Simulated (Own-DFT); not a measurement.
# One trend across several semiconductors

Calculated, not measured: single-point runs of Own-DFT, a retired in-house plane-wave DFT program that no person has reviewed, on unrelaxed cells, without spin or spin-orbit coupling.

Keep in mind (not all hold for every row): forces on such cells moved up to 12 meV/angstrom on a denser k mesh; forces not confirmed at this smearing and k mesh; k mesh not checked against a denser one; forces on such cells passed a denser k mesh, each cell not checked; stress not checked against mesh or cutoff.

All runs are PBE with PseudoDojo norm-conserving files; cutoff and k mesh are each material's own. Every cell starts from measured lattice constants and was given uniform random strains and small random moves of its atoms. Each triple is the change of volume in per cent, the rms move u in Å and the pressure in GPa.

- 2H SiC (C36Si36), 10.36 Å³/atom unstrained: (-2.65, 0.050, 12.29); (-1.71, 0.046, 9.32); (-1.63, 0.056, 10.20); (-1.10, 0.051, 8.76); (-0.87, 0.050, 7.79); (1.43, 0.051, 2.08); (3.42, 0.049, -2.12)
- wurtzite AlN (Al64N64), 10.45 Å³/atom unstrained: (-3.07, 0.049, 12.47); (-1.63, 0.050, 9.75); (-0.59, 0.051, 7.70); (0.26, 0.051, 4.80); (0.86, 0.051, 4.51); (1.50, 0.052, 3.04); (1.53, 0.047, 2.59)
- wurtzite GaN (Ga36N36), 11.42 Å³/atom unstrained: withheld
- diamond silicon (Si64), 20.02 Å³/atom unstrained: (-1.03, 0.051, 4.02); (-0.82, 0.056, 3.64); (-0.15, 0.047, 2.68); (0.30, 0.045, 2.33); (0.35, 0.051, 2.21); (0.87, 0.052, 1.87); (1.38, 0.052, 1.25)
- zincblende InP (In48P48), 25.27 Å³/atom unstrained: (-3.23, 0.052, 6.60); (-3.07, 0.051, 6.24); (-2.96, 0.051, 6.30); (-2.15, 0.048, 5.43); (-0.21, 0.054, 3.88); (0.88, 0.058, 3.21); (3.19, 0.048, 1.52)
- grey tin (Sn64), 34.15 Å³/atom unstrained: (-3.35, 0.050, 5.71); (-1.82, 0.047, 4.70); (-1.56, 0.049, 4.47); (-1.25, 0.049, 4.39); (-0.60, 0.055, 4.18); (1.34, 0.045, 3.00); (1.89, 0.049, 2.65)

## Analysis

Fit a line to each set against the fractional change of volume; B is minus its slope, and u is nearly the same within a set. To take it to zero pressure, assume that B rises by 4 GPa for each GPa: B0 = B - 4 x (mean pressure). The bond length of an ideal tetrahedral crystal with the unstrained volume v is d = (√3/4)(8 v)^(1/3). Cohen's empirical rule reads B0 = (1971 - 220 L) d^(-3.5) GPa, with L = 0 for group IV crystals and SiC and 1 for III-V compounds.

| material | L | d (Å) | B (GPa) | mean P (GPa) | B0 (GPa) | rule (GPa) |
|---|---|---|---|---|---|---|
| 2H SiC (C36Si36) | 0 | 1.888 | 239 ± 8 | 6.9 | 211 ± 8 | 213 |
| wurtzite AlN (Al64N64) | 1 | 1.893 | 214 ± 10 | 6.4 | 189 ± 10 | 188 |
| wurtzite GaN (Ga36N36) | 1 | 1.950 | ? | ? | ? | 169 |
| diamond silicon (Si64) | 0 | 2.352 | 111 ± 7 | 2.6 | 101 ± 7 | 99 |
| zincblende InP (In48P48) | 1 | 2.541 | 78 ± 2 | 4.7 | 59 ± 2 | 67 |
| grey tin (Sn64) | 0 | 2.810 | 56 ± 2 | 4.2 | 40 ± 2 | 53 |

A line through ln[B0/(1971 - 220 L)] against ln d has a slope of -4.1 ± 0.2 and a scatter of 9 %. Against the rule, B0 stands at 99 % for 2H SiC, 101 % for wurtzite AlN, 102 % for diamond silicon, 88 % for zincblende InP, 75 % for grey tin. PBE tends to make silicon and heavier crystals too soft, and the rule itself is only a guide.

## Withheld run

Q: what B0 does the fitted trend give for wurtzite GaN (Ga36N36)?

From the line: 171 GPa. Its own runs give B = 222 ± 5 GPa at a mean pressure of 8.6 GPa, so B0 = 188 GPa.
